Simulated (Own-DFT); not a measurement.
Simulation results for W₃₁C₃₃ (WC crystal with substituted atoms, atoms displaced)

A calculation, not a measurement: plane-wave PBE density functional theory by an unreviewed code, no spin, of a simulated periodic cell, stress positive in tension, free energy of the whole cell less one offset for each atom, forces on such cells moved up to 12 meV/angstrom on a denser k mesh; offsets are fitted by least squares, one for each functional and potential file, so energies compare only between cells with the same atoms and settings and are not formation energies; the far tail of each file's local potential was reset to the Coulomb form; each entry is a single point on an unrelaxed cell, so the pressure reflects the starting lattice, taken from the Materials Project, from which strain is counted, and rises with the displacements; printed positions are rounded, which can move forces by about a meV/angstrom; the program is a retired in-house code; no spin-orbit coupling; before rounding, a Quantum ESPRESSO 7.3.1 run of the same cell and cutoff gave forces within 1 meV/angstrom rms on each cell, which checks the program and not the settings. Program: Own-DFT development build.

```json
{"formula": "W31C33", "kind": "WC crystal with substituted atoms, atoms displaced", "structure": {"cell_angstrom": [[5.8332, -5.0517, -2.8394], [0.0, -5.0517, 8.5183], [-5.8332, -5.0517, -2.8394]], "atoms_fractional": [["W", 0.69073, 0.87549, 0.93561], ["C", 0.68838, 0.95859, 0.68815], ["W", 0.37653, 0.75402, 0.86897], ["C", 0.36954, 0.83603, 0.62203], ["W", 0.18828, 0.37696, 0.9433], ["C", 0.18553, 0.46027, 0.69004], ["W", 0.06269, 0.62161, 0.81646], ["C", 0.06206, 0.70834, 0.5564], ["W", 0.9367, 0.87836, 0.68944], ["C", 0.93933, 0.96013, 0.43191], ["W", 0.87884, 0.25232, 0.87323], ["C", 0.87296, 0.33126, 0.62054], ["W", 0.74902, 0.49685, 0.75226], ["C", 0.74995, 0.58213, 0.49217], ["W", 0.62948, 0.74876, 0.63159], ["C", 0.62352, 0.83836, 0.38015], ["W", 0.56048, 0.12874, 0.81194], ["C", 0.56271, 0.20837, 0.55766], ["W", 0.43699, 0.37188, 0.68995], ["C", 0.43681, 0.45757, 0.44554], ["W", 0.31341, 0.62127, 0.56113], ["C", 0.31166, 0.70662, 0.30974], ["W", 0.18461, 0.87609, 0.43733], ["C", 0.18653, 0.96077, 0.18318], ["W", 0.25483, 0.99521, 0.74996], ["C", 0.24938, 0.08489, 0.5022], ["W", 0.1237, 0.25536, 0.6235], ["C", 0.12731, 0.33798, 0.3728], ["W", 0.00379, 0.5042, 0.49771], ["C", 0.00119, 0.58208, 0.25105], ["W", 0.87369, 0.74798, 0.37444], ["C", 0.87434, 0.8308, 0.12098], ["W", 0.81619, 0.12756, 0.56108], ["C", 0.81137, 0.21441, 0.3125], ["W", 0.6907, 0.37322, 0.43374], ["C", 0.69071, 0.45771, 0.18152], ["W", 0.5579, 0.62379, 0.30486], ["C", 0.5555, 0.70593, 0.05545], ["W", 0.43675, 0.88036, 0.18915], ["C", 0.44216, 0.95697, 0.94108], ["W", 0.50136, 0.00038, 0.50049], ["C", 0.50989, 0.08249, 0.25692], ["W", 0.37192, 0.25562, 0.36657], ["C", 0.37635, 0.33428, 0.12327], ["W", 0.25063, 0.5005, 0.24888], ["C", 0.24519, 0.58249, 0.99593], ["W", 0.12751, 0.75059, 0.12238], ["C", 0.12795, 0.83583, 0.88193], ["W", 0.06502, 0.1219, 0.31305], ["C", 0.06372, 0.20454, 0.06266], ["W", 0.94311, 0.37386, 0.19092], ["C", 0.94338, 0.46181, 0.93976], ["W", 0.8147, 0.62523, 0.06907], ["C", 0.81259, 0.71069, 0.80894], ["W", 0.7495, 0.99995, 0.2474], ["C", 0.74765, 0.08462, 0.99444], ["W", 0.62245, 0.24838, 0.1281], ["C", 0.6263, 0.3354, 0.8818], ["W", 0.50247, 0.4986, 0.00075], ["C", 0.50128, 0.58685, 0.75196], ["C", 0.31935, 0.12686, 0.0586], ["C", 0.3167, 0.20862, 0.81518], ["W", 0.99851, 0.99674, 0.00333], ["C", 0.99967, 0.08604, 0.747]]}, "settings": {"functional": "PBE", "potential_files": "PseudoDojo norm-conserving, scalar-relativistic, standard set", "wave_cutoff [hartree]": 50.0, "occupations": "cold (Marzari-Vanderbilt)", "smearing_width [eV]": 0.2, "k_mesh": "4 x 4 x 4 centred on Gamma"}, "results": {"free_energy_of_cell_above_offsets [eV]": "4.584", "pressure [GPa]": 2.44, "stress_xx [GPa]": -2.07, "stress_yy [GPa]": -2.62, "stress_zz [GPa]": -2.64, "stress_yz [GPa]": 0.04, "stress_xz [GPa]": 0.09, "stress_xy [GPa]": 0.19, "force_element": ["W", "C", "W", "C", "W", "C", "W", "C", "W", "C", "W", "C", "W", "C", "W", "C", "W", "C", "W", "C", "W", "C", "W", "C", "W", "C", "W", "C", "W", "C", "W", "C", "W", "C", "W", "C", "W", "C", "W", "C", "W", "C", "W", "C", "W", "C", "W", "C", "W", "C", "W", "C", "W", "C", "W", "C", "W", "C", "W", "C", "C", "C", "W", "C"], "force_x [eV/angstrom]": [-1.012, 0.076, -1.033, 0.571, 1.082, 0.32, 0.656, -0.573, 0.926, -0.768, -0.784, -0.032, 1.025, -0.679, 0.859, 0.632, -0.182, -0.334, 0.277, 1.08, -0.306, -0.143, 0.86, -1.067, -1.32, 0.321, 0.188, -0.49, -1.261, 0.331, -0.013, -0.496, -0.536, 0.611, -1.236, -0.775, -0.459, 0.096, 0.386, 0.932, -0.001, -0.436, -0.169, -0.173, 0.396, 0.305, -0.919, 0.52, 0.596, -0.839, 0.219, -0.644, 0.97, -0.244, -0.237, -0.127, 0.776, 0.721, -0.406, 0.026, 0.364, 0.19, 1.393, -0.013], "force_y [eV/angstrom]": [0.459, -0.051, -0.215, -0.183, 1.156, -0.009, 0.245, -0.76, 0.493, 0.03, -0.036, -1.105, -0.422, -0.484, 1.745, 0.822, 0.031, -0.417, -0.311, 0.665, -0.875, -0.36, 0.203, 0.108, -1.176, 0.101, -0.277, 0.12, 0.761, -0.155, -0.33, -0.561, 0.969, 0.369, -0.317, -0.39, -1.921, -1.375, 0.764, 0.693, -0.124, -0.21, -0.241, -0.926, -0.191, -1.184, -0.363, 1.143, -0.148, 0.177, 1.394, 0.778, 1.453, -0.476, -0.689, -0.582, 0.525, 0.662, 0.56, 0.583, 0.246, 0.885, -0.889, -0.39], "force_z [eV/angstrom]": [0.223, 0.363, -1.569, -1.025, -1.406, -0.361, 1.925, -0.141, -0.761, -0.299, -0.842, 0.528, 0.936, -0.233, 1.49, -0.595, -1.248, 0.011, 0.686, 0.294, 1.154, 0.466, -0.32, -1.654, 2.229, 0.379, -1.82, -0.871, -0.821, 0.505, 0.947, -0.125, -0.365, -1.279, 1.117, -0.386, -0.45, 0.087, -0.081, -0.23, 0.544, -0.318, -2.502, 0.998, 0.237, -0.373, -0.298, 0.529, 1.272, 1.295, 0.608, -0.309, 0.726, -1.092, -0.132, -0.003, 0.274, -0.31, 0.917, -0.551, 0.406, 1.063, 1.42, -0.857]}}
```
